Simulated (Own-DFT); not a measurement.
Si₂₄O₄₇ (quartz with one vacancy, atoms displaced) (calculated)

All values are calculated (Own-DFT development build). A calculation, not a measurement: plane-wave PBE density functional theory by an unreviewed code, no spin, of a simulated periodic cell, stress positive in tension, free energy of the whole cell less one offset for each atom, some atoms lie very close together, defect cell not probed for a lower state with spin; oxygen file: force components 24 meV/angstrom off all-electron in one glass; forces on such cells passed a denser k mesh, this cell's mesh not checked; offsets are fitted by least squares, one for each functional and potential file, so energies compare only between cells with the same atoms and settings and are not formation energies; the far tail of each file's local potential was reset to the Coulomb form; each entry is a single point on an unrelaxed cell, so the pressure reflects the starting lattice, mostly measured values (interpolated for alloys), from which strain is counted, and rises with the displacements; printed positions are rounded, which can move forces by about a meV/angstrom; the program, named Own-DFT, is a retired in-house code; no spin-orbit coupling; before rounding, a Quantum ESPRESSO 7.3.1 run of the same cell and cutoff gave forces within 1 meV/angstrom rms on each cell, which checks the program and not the settings.

```json
{"formula": "Si24O47", "kind": "quartz with one vacancy, atoms displaced", "structure": {"cell_angstrom": [[9.8268, 0.0, 0.0], [-4.9134, 8.5103, 0.0], [0.0, 0.0, 10.8104]], "atoms_fractional": [["Si", 0.22603, 0.98487, 0.99601], ["Si", 0.9973, 0.23645, 0.33722], ["Si", 0.25981, 0.2702, 0.15777], ["O", 0.20367, 0.12438, 0.0706], ["O", 0.39729, 0.27092, 0.21883], ["O", 0.37266, 0.09123, 0.39608], ["O", 0.07906, 0.38366, 0.43863], ["O", 0.27433, 0.41084, 0.11646], ["Si", 0.23355, 0.99667, 0.50651], ["Si", 0.00831, 0.2426, 0.8354], ["Si", 0.2652, 0.25488, 0.67469], ["O", 0.21246, 0.14356, 0.56091], ["O", 0.4362, 0.30523, 0.71573], ["O", 0.35819, 0.05772, 0.88323], ["O", 0.068, 0.3664, 0.936], ["O", 0.12037, 0.18392, 0.77826], ["O", 0.29145, 0.41875, 0.60433], ["Si", 0.22139, 0.49665, 0.00624], ["Si", 0.01381, 0.74438, 0.35568], ["Si", 0.25406, 0.76571, 0.17639], ["O", 0.21938, 0.64336, 0.06285], ["O", 0.43039, 0.80869, 0.23297], ["O", 0.37012, 0.5621, 0.3772], ["O", 0.07968, 0.8816, 0.43116], ["O", 0.14529, 0.71028, 0.273], ["O", 0.28387, 0.91876, 0.10209], ["Si", 0.2356, 0.50958, 0.48834], ["Si", 0.00231, 0.73489, 0.82814], ["Si", 0.27128, 0.76832, 0.67208], ["O", 0.21602, 0.64019, 0.5623], ["O", 0.42354, 0.7925, 0.72416], ["O", 0.36081, 0.57938, 0.88253], ["O", 0.08438, 0.87387, 0.94526], ["O", 0.12826, 0.70284, 0.77309], ["O", 0.27937, 0.90441, 0.6035], ["Si", 0.72748, 0.99958, 0.99839], ["Si", 0.50515, 0.22304, 0.33157], ["Si", 0.77088, 0.27261, 0.17625], ["O", 0.71009, 0.137, 0.05417], ["O", 0.90827, 0.2808, 0.22166], ["O", 0.86867, 0.07161, 0.39553], ["O", 0.58094, 0.38356, 0.44714], ["O", 0.63295, 0.21138, 0.27952], ["O", 0.79173, 0.42795, 0.10617], ["Si", 0.73816, 0.01012, 0.5196], ["Si", 0.48969, 0.22858, 0.84637], ["Si", 0.76196, 0.25904, 0.67359], ["O", 0.71567, 0.13598, 0.55698], ["O", 0.92359, 0.29238, 0.73436], ["O", 0.85243, 0.05634, 0.88505], ["O", 0.57181, 0.37049, 0.93913], ["O", 0.6451, 0.20033, 0.75409], ["O", 0.79266, 0.43614, 0.61189], ["Si", 0.74887, 0.51691, 0.98943], ["Si", 0.49076, 0.73445, 0.33381], ["Si", 0.7686, 0.76701, 0.16781], ["O", 0.71338, 0.63825, 0.04575], ["O", 0.92785, 0.78309, 0.22569], ["O", 0.85318, 0.57023, 0.38713], ["O", 0.58127, 0.86184, 0.43339], ["O", 0.64366, 0.71184, 0.278], ["O", 0.81011, 0.93968, 0.10532], ["Si", 0.72611, 0.4988, 0.50424], ["Si", 0.49578, 0.71244, 0.83317], ["Si", 0.75405, 0.76335, 0.66407], ["O", 0.71916, 0.64722, 0.57137], ["O", 0.93078, 0.79571, 0.71924], ["O", 0.85604, 0.57227, 0.89192], ["O", 0.56361, 0.85496, 0.9403], ["O", 0.63158, 0.68778, 0.77841], ["O", 0.7931, 0.92362, 0.62328]]}, "settings": {"functional": "PBE", "potential_files": "PseudoDojo norm-conserving, scalar-relativistic, standard set", "wave_cutoff [hartree]": 72.0, "occupations": "Fermi-Dirac", "smearing_width [eV]": 0.1, "k_mesh": "3 x 3 x 2 centred on Gamma"}, "results": {"free_energy_of_cell_above_offsets [eV]": "-1.004", "pressure [GPa]": 15.31, "stress_xx [GPa]": -16.56, "stress_yy [GPa]": -17.94, "stress_zz [GPa]": -11.44, "stress_yz [GPa]": -1.49, "stress_xz [GPa]": 3.08, "stress_xy [GPa]": -4.33, "force_element": ["Si", "Si", "Si", "O", "O", "O", "O", "O", "Si", "Si", "Si", "O", "O", "O", "O", "O", "O", "Si", "Si", "Si", "O", "O", "O", "O", "O", "O", "Si", "Si", "Si", "O", "O", "O", "O", "O", "O", "Si", "Si", "Si", "O", "O", "O", "O", "O", "O", "Si", "Si", "Si", "O", "O", "O", "O", "O", "O", "Si", "Si", "Si", "O", "O", "O", "O", "O", "O", "Si", "Si", "Si", "O", "O", "O", "O", "O", "O"], "force_x [eV/angstrom]": [5.874, 3.489, 0.715, 0.027, 7.472, -2.705, -3.733, -6.395, 0.375, -2.142, -3.549, 1.175, 3.429, -0.066, 0.212, 1.827, -1.365, 2.865, -3.169, 9.492, -0.636, -1.76, -1.769, -0.144, -9.284, 1.453, 5.021, -3.688, -1.037, -0.184, 5.318, -6.001, -9.275, 2.439, -2.405, 2.103, -9.657, -10.46, -1.967, 11.4, -1.182, -5.309, 7.597, -0.431, 6.79, 2.091, 11.96, -5.767, 0.885, 1.037, 0.528, -17.98, 1.642, -5.907, 4.337, 0.524, -2.471, 1.755, 1.838, 0.509, -2.156, -0.667, 4.742, 2.287, 2.827, 1.14, 0.135, 8.703, 0.382, -0.013, -3.126], "force_y [eV/angstrom]": [11.57, 0.331, -12.47, -2.235, 0.686, -6.583, -3.339, 13.43, 4.42, -7.234, 3.683, -4.624, -1.418, -0.006, 3.054, 0.983, 0.81, 1.115, -10.74, 4.766, -0.941, -0.067, -1.057, 6.783, -4.069, -0.022, 0.049, 1.334, -5.261, -0.633, 0.334, -10.6, -12.07, -0.45, 5.592, -2.067, 8.496, -1.524, 2.274, 1.266, -0.673, -8.347, -0.875, 0.607, -9.98, 1.817, 10.75, 7.357, 0.926, 3.0, 0.064, -8.07, -2.116, -8.484, 0.373, 0.944, 3.335, 0.179, 2.012, 3.374, -0.458, -1.391, 6.086, 10.78, 1.389, -7.474, -0.087, 5.52, -0.24, 0.019, 6.102], "force_z [eV/angstrom]": [6.327, -2.661, 6.4, -3.591, 4.822, 4.503, -1.973, -7.049, -0.285, -1.936, -0.74, -2.381, 4.068, 0.443, 3.504, -0.556, -0.616, -1.12, -11.08, -9.259, -0.126, -1.353, 1.665, 5.816, 11.45, 1.623, 3.938, 1.025, 0.824, -1.262, 2.645, 6.328, -7.993, -0.346, -2.515, -0.362, 1.034, -8.199, 2.137, 5.851, 2.451, -5.783, -3.304, -0.711, -7.464, -5.177, -14.38, 2.913, -1.089, -0.816, 0.423, 16.96, 1.171, 10.57, -2.112, -1.149, 2.826, 1.39, 1.048, 4.443, -0.074, 0.157, 2.966, -2.92, 9.065, -8.161, 1.169, -10.43, -0.098, -0.253, -2.617]}}
```
